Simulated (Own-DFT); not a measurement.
# Strain and stress in 2H SiC, 72 atoms (C36Si36)

All numbers below are calculated, not measured. The program, named Own-DFT, is a retired in-house plane-wave density functional code that no person has reviewed. Each row is one single-point run on a periodic cell that was not relaxed, without spin or spin-orbit coupling.

Settings of every run: PBE; PseudoDojo norm-conserving scalar-relativistic files; cutoff 42 hartree; 4 x 4 x 3 k mesh centred on Gamma; Fermi-Dirac smearing of 0.1 eV.

Known limits: forces on such cells passed a denser k mesh, each cell not checked; stress not checked against mesh or cutoff.

Unstrained cell vectors in Å: (9.248, 0.000, 0.000); (-4.624, 8.009, 0.000); (0.000, 0.000, 10.068). The unstrained cell has measured lattice constants (interpolated for alloys), not those of this functional. That, the random moves and any unrelaxed bonds set the pressure at no strain. Each run strains this cell uniformly, with the atoms carried along. Every atom was also moved at random, by a Gaussian of width 0.05 Å on each axis. Strain is the symmetric tensor, in per cent. Stress is positive in tension, and the pressure is minus a third of its trace.

| run | e_xx (%) | e_yy (%) | e_zz (%) | e_yz (%) | e_xz (%) | e_xy (%) | s_xx (GPa) | s_yy (GPa) | s_zz (GPa) | s_yz (GPa) | s_xz (GPa) | s_xy (GPa) | P (GPa) | E (meV/atom) |
|---|---|---|---|---|---|---|---|---|---|---|---|---|---|---|
| 1 | -0.17 | 0.37 | 1.16 | -0.98 | 0.94 | 1.94 | -5.06 | -1.35 | -0.18 | -3.77 | 3.32 | 7.76 | 2.20 | 2.7 |
| 2 | 1.82 | 1.05 | -0.30 | 0.37 | 0.58 | -1.28 | 5.59 | 1.76 | -6.49 | 1.05 | 2.11 | -6.45 | -0.29 | 6.1 |
| 3 | -0.56 | 0.40 | -1.29 | -0.45 | 1.89 | -1.46 | -8.76 | -2.92 | -16.39 | -1.19 | 6.95 | -8.44 | 9.36 | 35.1 |
| 4 | 0.90 | -0.81 | 0.46 | 2.00 | -0.67 | 1.24 | -1.11 | -5.98 | -5.64 | 5.76 | -2.87 | 5.37 | 4.24 | 19.3 |
| 5 | 0.34 | -1.11 | 1.48 | -0.75 | 1.68 | 1.35 | -1.80 | -9.96 | 1.24 | -0.53 | 5.69 | 6.05 | 3.51 | 0.0 |
| 6 | -1.09 | -0.83 | -0.28 | -0.94 | 0.33 | 1.65 | -10.82 | -12.14 | -9.08 | -2.88 | 1.45 | 7.92 | 10.68 | 21.9 |
| 7 | -0.78 | 0.53 | -0.41 | 0.59 | -1.41 | -1.33 | -8.61 | -2.65 | -11.24 | 1.38 | -5.67 | -5.85 | 7.50 | 33.1 |
| 8 | 1.12 | 0.69 | 0.06 | 1.07 | -1.95 | -0.03 | 2.62 | 0.64 | -8.94 | 3.41 | -5.63 | -0.83 | 1.90 | 35.7 |
| 9 | -1.87 | -1.54 | -1.60 | 0.83 | 1.36 | 0.77 | -15.95 | -17.88 | -20.38 | 4.31 | 4.82 | 2.50 | 18.07 | 51.4 |
| 10 | 0.55 | -0.22 | 1.80 | 0.74 | 1.58 | -0.07 | 0.42 | -5.29 | 1.99 | 2.07 | 4.27 | 0.45 | 0.96 | 28.2 |
| 11 | 0.90 | 0.85 | -0.69 | 1.88 | 1.36 | -0.82 | -0.94 | 1.43 | -9.39 | 5.17 | 4.93 | -2.40 | 2.97 | 16.1 |
| 12 | 0.41 | -1.70 | -0.50 | 0.95 | -1.70 | 0.74 | -3.30 | -11.98 | -12.19 | 3.37 | -4.53 | 1.98 | 9.16 | 11.7 |
| 13 | 1.32 | -0.51 | 0.76 | -0.12 | 0.95 | 0.98 | 1.40 | -4.01 | -2.90 | -0.56 | 3.08 | 5.18 | 1.83 | 9.4 |
| 14 | -1.32 | 0.68 | 0.41 | 0.93 | 1.14 | -1.57 | -11.76 | -1.97 | -6.47 | 3.29 | 5.57 | -8.71 | 6.73 | 35.6 |
| 15 | -1.73 | -0.99 | 1.14 | 0.55 | 0.88 | 1.41 | -15.76 | -12.17 | -2.67 | 2.52 | 2.87 | 5.40 | 10.20 | 52.0 |
| 16 | 0.03 | 1.88 | 0.95 | -1.10 | 1.88 | -1.37 | -3.33 | 4.54 | -1.92 | -3.97 | 5.22 | -7.05 | 0.24 | 40.7 |
| 17 | 1.01 | -1.04 | -0.65 | -1.43 | 1.03 | -0.17 | ? | ? | ? | ? | ? | ? | ? | ? |

E is the free energy for each atom above the lowest run shown.

## Worked fit

Each stress component was fitted by least squares to a constant and the strains of the runs shown, as fractions, with shears doubled. Shear strains stay in the fit of a normal stress only where such slopes are resolved. The slopes, in GPa:

```
stress  at no strain  per e_xx  per e_yy  per e_zz  scatter
  s_xx          -4.8  549 ± 24   42 ± 25   53 ± 26     0.96
  s_yy          -4.7  164 ± 30  518 ± 32   40 ± 33     1.24
  s_zz          -8.0   71 ± 30   51 ± 32  594 ± 33     1.24
```

Each shear stress against twice its own strain: yz 149 ± 10, xz 165 ± 11, xy 238 ± 19 GPa. These are stiffnesses along x, y and z of the frame in which the cell vectors are given, which need not be the crystal's axes. The atoms are held to the strained lattice; where symmetry lets them move under strain, relaxing them would lower some slopes. The table should be nearly symmetric about its diagonal, and what it lacks of that shows the noise. A ninth of its sum, 231 ± 7 GPa, estimates the bulk modulus near the mean pressure of these runs, 5.6 GPa, so it lies above the value at zero pressure.

## Withheld run

Question: what normal stresses and pressure should run 17 give?

The fit gives s_xx = -0.1, s_yy = -8.7, s_zz = -11.7 and P = 6.8 GPa. The calculation gave -0.12, -8.54, -12.77 and P = 7.15 GPa.
